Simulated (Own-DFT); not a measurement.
# How strain changes the stress of 4H SiC, 32 atoms (C16Si16)

All numbers below are calculated, not measured. They come from Own-DFT, an in-house plane-wave density functional program, since retired, whose code no person has reviewed. Each row is one single-point run on a periodic cell that was not relaxed, without spin or spin-orbit coupling.

Settings of every run: PBE; PseudoDojo norm-conserving scalar-relativistic files; cutoff 42 hartree; 5 x 5 x 3 k mesh centred on Gamma; Fermi-Dirac smearing of 0.1 eV.

Known limits: forces on such cells passed a denser k mesh, each cell not checked; stress not checked against mesh or cutoff.

Unstrained cell vectors in Å: (6.165, 0.000, 0.000); (-3.083, 5.339, 0.000); (0.000, 0.000, 10.068). The unstrained cell has measured lattice constants (interpolated for alloys), not those of this functional. That, the random moves and any unrelaxed bonds set the pressure at no strain. Each run strains this cell uniformly, with the atoms carried along. Every atom was also moved at random, by a Gaussian of width 0.05 Å on each axis. Strain is the symmetric tensor, in per cent. Stress is positive in tension, and the pressure is minus a third of its trace.

| run | e_xx (%) | e_yy (%) | e_zz (%) | e_yz (%) | e_xz (%) | e_xy (%) | s_xx (GPa) | s_yy (GPa) | s_zz (GPa) | s_yz (GPa) | s_xz (GPa) | s_xy (GPa) | P (GPa) | E (meV/atom) |
|---|---|---|---|---|---|---|---|---|---|---|---|---|---|---|
| 1 | 1.78 | -0.56 | -1.91 | -1.66 | 1.44 | 1.23 | 1.24 | -6.74 | -17.29 | -6.94 | 4.96 | 7.24 | 7.60 | 40.0 |
| 2 | 1.04 | 0.98 | 1.56 | -1.27 | 0.88 | 0.35 | 3.19 | 2.16 | 2.11 | -4.05 | 2.23 | 0.48 | -2.49 | 7.9 |
| 3 | -0.94 | 1.28 | -0.81 | 0.21 | -0.82 | -1.77 | -9.43 | 0.04 | -10.83 | 0.85 | -1.30 | -8.98 | 6.74 | 35.9 |
| 4 | 1.81 | 0.65 | -0.91 | 1.22 | -1.75 | 0.48 | 3.02 | 0.05 | -8.01 | 3.61 | -6.31 | -0.32 | 1.65 | 12.8 |
| 5 | -0.21 | 1.33 | -0.21 | 0.25 | 0.94 | -1.42 | -4.59 | 2.25 | -5.58 | 1.08 | 4.38 | -5.95 | 2.64 | 0.0 |
| 6 | 1.57 | 1.24 | 1.05 | -0.94 | -0.35 | -1.43 | 3.45 | 2.75 | 2.67 | -2.99 | -2.11 | -6.59 | -2.95 | 15.1 |
| 7 | -0.90 | -0.13 | -1.49 | -0.06 | 0.91 | 0.77 | -10.64 | -5.94 | -16.06 | 0.12 | 3.84 | 4.87 | 10.88 | 11.3 |
| 8 | -1.88 | 1.33 | -0.33 | 1.83 | 0.89 | 1.91 | -13.16 | 0.77 | -8.83 | 5.84 | 3.00 | 9.46 | 7.07 | 20.5 |
| 9 | -1.31 | 0.76 | -1.05 | -1.83 | 0.29 | -1.08 | -10.58 | -2.37 | -13.70 | -6.32 | -0.24 | -5.76 | 8.88 | 30.8 |
| 10 | 1.00 | -1.62 | 1.56 | 0.36 | -0.72 | -1.51 | 0.33 | -10.05 | 1.25 | -0.15 | -2.21 | -6.50 | 2.82 | 3.6 |
| 11 | 0.88 | 0.70 | -1.40 | 0.00 | -1.78 | 0.24 | 0.45 | -1.13 | -15.07 | 0.36 | -5.72 | 2.73 | 5.25 | 20.5 |
| 12 | -0.97 | -1.64 | -1.45 | -1.57 | -0.96 | 1.05 | -13.76 | -14.96 | -20.73 | -2.97 | -4.33 | 7.24 | 16.49 | 92.2 |
| 13 | 1.56 | -0.97 | 0.90 | -0.27 | 1.97 | -0.11 | 1.62 | -10.21 | 2.59 | -0.20 | 6.23 | 0.52 | 2.00 | 22.5 |
| 14 | -0.12 | 1.37 | -0.19 | 1.03 | 0.74 | -1.38 | -2.70 | 1.86 | -6.52 | 3.22 | 2.23 | -6.08 | 2.45 | 5.6 |
| 15 | 0.19 | 0.85 | 1.99 | 1.79 | -1.51 | 0.72 | -2.73 | 1.55 | 4.28 | 5.32 | -4.44 | 3.75 | -1.03 | 26.5 |
| 16 | -0.57 | -1.47 | -0.27 | 1.03 | 0.23 | -1.31 | ? | ? | ? | ? | ? | ? | ? | ? |

E is the free energy for each atom above the lowest run shown.

## Worked fit

Each stress component was fitted by least squares to a constant and the strains of the runs shown, as fractions, with shears doubled. Shear strains stay in the fit of a normal stress only where such slopes are resolved. The slopes, in GPa:

| stress | at no strain | per e_xx | per e_yy | per e_zz | scatter |
|---|---|---|---|---|---|
| s_xx | -5.1 | 484 ± 25 | 119 ± 28 | 72 ± 24 | 1.08 |
| s_yy | -4.6 | 69 ± 22 | 510 ± 24 | 52 ± 21 | 0.94 |
| s_zz | -7.0 | 131 ± 41 | 123 ± 46 | 578 ± 39 | 1.78 |

Each shear stress against twice its own strain: yz 153 ± 13, xz 173 ± 10, xy 239 ± 16 GPa. These are stiffnesses along x, y and z of the frame in which the cell vectors are given, which need not be the crystal's axes. The atoms are held to the strained lattice; where symmetry lets them move under strain, relaxing them would lower some slopes. The table should be nearly symmetric about its diagonal, and what it lacks of that shows the noise. A ninth of its sum, 238 ± 8 GPa, estimates the bulk modulus near the mean pressure of these runs, 4.5 GPa, so it lies above the value at zero pressure.

## Withheld run

Question: what normal stresses and pressure should run 16 give?

The fit gives s_xx = -9.8, s_yy = -12.7, s_zz = -11.2 and P = 11.2 GPa. The calculation gave -9.75, -11.21, -10.83 and P = 10.60 GPa.
